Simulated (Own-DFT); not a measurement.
Simulation results for Si$_{3}$N$_{4}$ (beta silicon nitride, strained, atoms displaced)

All values are calculated (Own-DFT development build). A calculation, not a measurement: plane-wave PBE density functional theory by an unreviewed code, no spin, of a simulated periodic cell, stress positive in tension, free energy of the whole cell less one offset for each atom, forces on such cells moved up to 12 meV/angstrom on a denser k mesh; offsets are fitted by least squares, one for each functional and potential file, so energies compare only between cells with the same atoms and settings and are not formation energies; the far tail of each file's local potential was reset to the Coulomb form; each entry is a single point on an unrelaxed cell, so the pressure reflects the starting lattice, mostly measured values (interpolated for alloys), from which strain is counted, and rises with the displacements; printed positions are rounded, which can move forces by about a meV/angstrom; the program, named Own-DFT, is a retired in-house code; no spin-orbit coupling; before rounding, a Quantum ESPRESSO 7.3.1 run of the same cell and cutoff gave forces within 1 meV/angstrom rms on each cell, which checks the program and not the settings.

```xyz
112
Lattice="15.0612 -0.2012 0.1126 -7.7049 13.1177 0.0272 0.0431 0.0369 5.8709" Properties=species:S:1:pos:R:3 formula=Si3N4 functional=PBE potential_files=PseudoDojo_norm-conserving,scalar-relativistic,standard_set wave_cutoff=42 occupations=Fermi-Dirac smearing_width=0.1 k_mesh=2_x_2_x_4_centred_on_Gamma
Si    -1.6241     5.0743     0.8384
Si     0.1351     2.6106     0.6413
Si     1.3245     5.4219     0.7684
Si     5.3658     1.3545     2.2587
Si     3.5267     3.7341     2.1972
Si     2.3168     1.1049     2.1963
N      2.4006     0.1057     0.7740
N      6.0908     1.8520     0.7474
N      2.6693     4.3249     0.6860
N      1.2714     6.3259     2.2231
N     -2.4399     4.5844     2.1931
N      0.9948     2.2673     2.2318
N     -0.0959     4.3090     0.7877
N      3.7527     2.0719     2.2286
Si    -1.6572     5.0117     3.7571
Si     0.2950     2.6867     3.5996
Si     1.3450     5.3481     3.7372
Si     5.4188     1.3618     5.1353
Si     3.4718     3.7330     5.2066
Si     2.4322     1.1687     5.1109
N      2.3975     0.2084     3.6626
N      6.1712     1.9247     3.6889
N      2.6514     4.2646     3.8673
N      1.2584     6.2557     5.2826
N     -2.4923     4.5172     5.0892
N      1.0395     2.1497     5.1735
N     -0.0042     4.4569     3.7623
N      3.7097     2.1379     5.1252
Si    -5.4901    11.6430     0.8206
Si    -3.5652     9.0859     0.7894
Si    -2.5587    11.8748     0.7969
Si     1.5039     7.9911     2.2578
Si    -0.4015    10.3654     2.3252
Si    -1.4444     7.6283     2.2877
N     -1.4978     6.7646     0.8330
N      2.1761     8.4715     0.6812
N     -1.1275    10.8170     0.7441
N     -2.5392    12.8559     2.2284
N     -6.3343    11.1620     2.1936
N     -2.9022     8.7249     2.2182
N     -3.9685    10.8617     0.7094
N     -0.0056     8.7121     2.1856
Si    -5.4257    11.5386     3.6804
Si    -3.5670     9.1887     3.6839
Si    -2.5352    12.0534     3.8068
Si     1.5284     8.1412     5.2347
Si    -0.2366    10.4204     5.2250
Si    -1.4702     7.7511     5.2022
N     -1.4316     6.7120     3.6328
N      2.2498     8.4508     3.7633
N     -1.1196    10.9032     3.7369
N     -2.5012    12.8212     5.2026
N     -6.3209    11.1219     5.1855
N     -2.8807     8.7705     5.1516
N     -3.8792    10.9059     3.6709
N     -0.0364     8.7512     5.2192
Si     5.9092     4.8977     0.7912
Si     7.7233     2.5994     0.8164
Si     8.8622     5.2849     0.8010
Si    12.9468     1.3613     2.2498
Si    11.0427     3.7767     2.3241
Si     9.9266     0.9881     2.2282
N      9.9408     0.0427     0.9062
N     13.6043     1.7630     0.8691
N     10.1228     4.2212     0.8622
N      8.8401     6.2256     2.2850
N      5.0268     4.4287     2.2233
N      8.5333     2.0768     2.2100
N      7.5868     4.2404     0.8411
N     11.2304     1.9138     2.2480
Si     5.9283     4.8451     3.8333
Si     7.7486     2.5686     3.7506
Si     8.8272     5.2798     3.8642
Si    12.9670     1.3342     5.3353
Si    11.0376     3.6875     5.2636
Si    10.0072     1.0294     5.1907
N      9.9895     0.0965     3.8196
N     13.7282     1.8574     3.8169
N     10.2609     4.2236     3.7764
N      8.7983     6.1178     5.2490
N      5.0901     4.5008     5.1989
N      8.5708     2.0642     5.2004
N      7.5070     4.2540     3.8320
N     11.3253     2.0816     5.2444
Si     2.0560    11.5457     0.8989
Si     3.8520     9.1189     0.8566
Si     5.0299    11.9101     0.8570
Si     9.0260     7.8651     2.2591
Si     7.1583    10.3316     2.3143
Si     5.9429     7.6173     2.4056
N      6.1218     6.6374     0.8662
N      9.8450     8.3408     0.8297
N      6.3516    10.7667     0.8624
N      4.9544    12.7206     2.3087
N      1.2590    11.0375     2.2787
N      4.7017     8.5596     2.2332
N      3.5942    10.8713     0.7669
N      7.4439     8.5391     2.2905
Si     1.9769    11.5476     3.7489
Si     3.9152     9.1017     3.7011
Si     5.0101    11.8913     3.8387
Si     9.1236     7.9139     5.2106
Si     7.2425    10.3100     5.2872
Si     6.1357     7.5593     5.2589
N      6.0343     6.5936     3.8096
N      9.7882     8.3581     3.7855
N      6.4308    10.8326     3.8206
N      5.0006    12.7924     5.2681
N      1.3171    11.0255     5.2085
N      4.7022     8.5490     5.1675
N      3.5880    10.9025     3.8660
N      7.4591     8.6045     5.2636
```

Units: wave_cutoff in hartree; smearing_width in eV.

Question: Give the missing stress xx for Si$_{3}$N$_{4}$ (beta silicon nitride, strained, atoms displaced).
Answer: -11.78 GPa

Question: Si$_{3}$N$_{4}$ (beta silicon nitride, strained, atoms displaced): stress zz?
Answer: -8.45 GPa

Further results for Si$_{3}$N$_{4}$ (beta silicon nitride, strained, atoms displaced):

- free energy of cell above offsets: -5.503 eV
- pressure: 11.66 GPa
- stress yy: -14.76 GPa
- stress yz: 1.12 GPa
- stress xz: 2.91 GPa
- stress xy: -4.8 GPa

Force:
```csv
element,x (eV/Å),y (eV/Å),z (eV/Å)
Si,0.066,-1.755,-3.085
Si,0.964,2.206,2.621
Si,-0.503,-3.646,2.448
Si,-0.688,3.87,-1.496
Si,-2.467,1.515,0.781
Si,1.041,0.176,0.107
N,-0.161,5.426,-1.145
N,1.287,0.205,0.105
N,0.255,-0.466,3.657
N,1.019,-1.341,1.335
N,-0.231,-0.065,2.058
N,1.763,-2.559,-4.67
N,0.512,0.484,-0.052
N,-0.167,-0.877,-0.128
Si,1.478,-0.507,-2.091
Si,-2.745,2.526,4.648
Si,1.317,2.669,1.015
Si,-1.403,3.589,1.327
Si,1.664,3.571,0.133
Si,-2.062,-3.4,0.857
N,-0.307,-1.318,0.453
N,-0.895,-1.366,0.17
N,0.505,0.102,-4.629
N,0.542,4.812,-5.088
N,2.326,2.174,3.378
N,-0.721,-0.274,-1.648
N,-2.793,-3.665,-0.662
N,4.701,-2.228,0.213
Si,-0.913,-5.205,-2.397
Si,-4.577,3.811,-1.874
Si,-0.195,-1.878,0.466
Si,0.232,0.855,-0.22
Si,2.099,0.26,-2.36
Si,1.041,2.832,-1.689
N,-0.642,0.361,-2.077
N,5.688,1.863,7.846
N,-1.73,1.446,2.336
N,0.374,-2.335,1.207
N,1.107,0.56,1.778
N,3.804,-2.265,1.83
N,2.319,-0.268,0.667
N,-3.864,-0.635,1.002
Si,-2.588,0.517,0.769
Si,-3.887,1.749,-0.101
Si,0.03,-5.265,-4.805
Si,-3.296,-4.683,-4.607
Si,-1.003,0.265,-1.095
Si,1.842,-1.18,-0.91
N,-0.854,0.786,4.091
N,2.39,0.388,-2.451
N,-1.202,1.054,1.447
N,0.217,1.886,2.255
N,4.123,2.501,-0.126
N,2.673,-2.078,-0.008
N,1.729,0.228,0.208
N,-2.713,-1.242,-0.626
Si,0.336,0.646,0.653
Si,-0.006,-2.148,-1.318
Si,-0.374,0.649,3.336
Si,-4.516,-1.31,6.18
Si,-1.554,-2.433,-0.919
Si,-2.372,0.33,3.305
N,-0.455,1.539,-3.897
N,3.893,1.333,-1.846
N,4.073,-1.581,-0.322
N,0.482,-2.667,1.094
N,2.806,1.228,1.572
N,-0.003,-0.948,2.089
N,-4.519,0.379,0.053
N,4.493,4.779,0.374
Si,-1.067,1.627,-3.505
Si,1.899,-0.442,-0.827
Si,1.65,-0.711,-4.605
Si,-2.946,1.62,-4.633
Si,-2.245,2.029,0.222
Si,-1.282,0.417,2.058
N,-1.026,0.134,-2.56
N,-0.129,-0.961,-0.958
N,-0.907,0.672,0.708
N,1.059,4.956,-0.004
N,-1.034,-1.335,2.06
N,-0.099,-0.395,0.242
N,-0.546,-1.085,-0.526
N,1.36,-3.011,0.232
Si,-0.336,-2.889,-2.499
Si,-0.454,0.932,-3.922
Si,-1.131,-3.595,0.036
Si,-1.154,1.791,1.044
Si,0.28,-2.37,0.735
Si,7.16,-4.877,-1.758
N,-1.091,-0.795,0.639
N,0.728,-0.91,-0.391
N,-0.44,0.83,-0.245
N,1.374,2.418,1.301
N,-1.913,-0.122,1.192
N,-5.146,3.345,0.628
N,2.026,-1.882,1.105
N,-1.678,2.077,0.52
Si,2.185,-0.822,0.324
Si,-1.422,1.917,2.444
Si,-0.388,-2.203,-1.482
Si,-3.4,-0.252,2.154
Si,-2.313,-1.531,-0.437
Si,-0.718,-0.219,0.277
N,-0.105,0.172,-0.474
N,3.142,0.586,-2.145
N,-1.141,0.576,-0.221
N,0.84,1.101,0.373
N,-0.384,1.109,1.816
N,-0.861,0.927,1.152
N,1.501,-2.467,-1.343
N,1.371,-0.338,-0.252
```
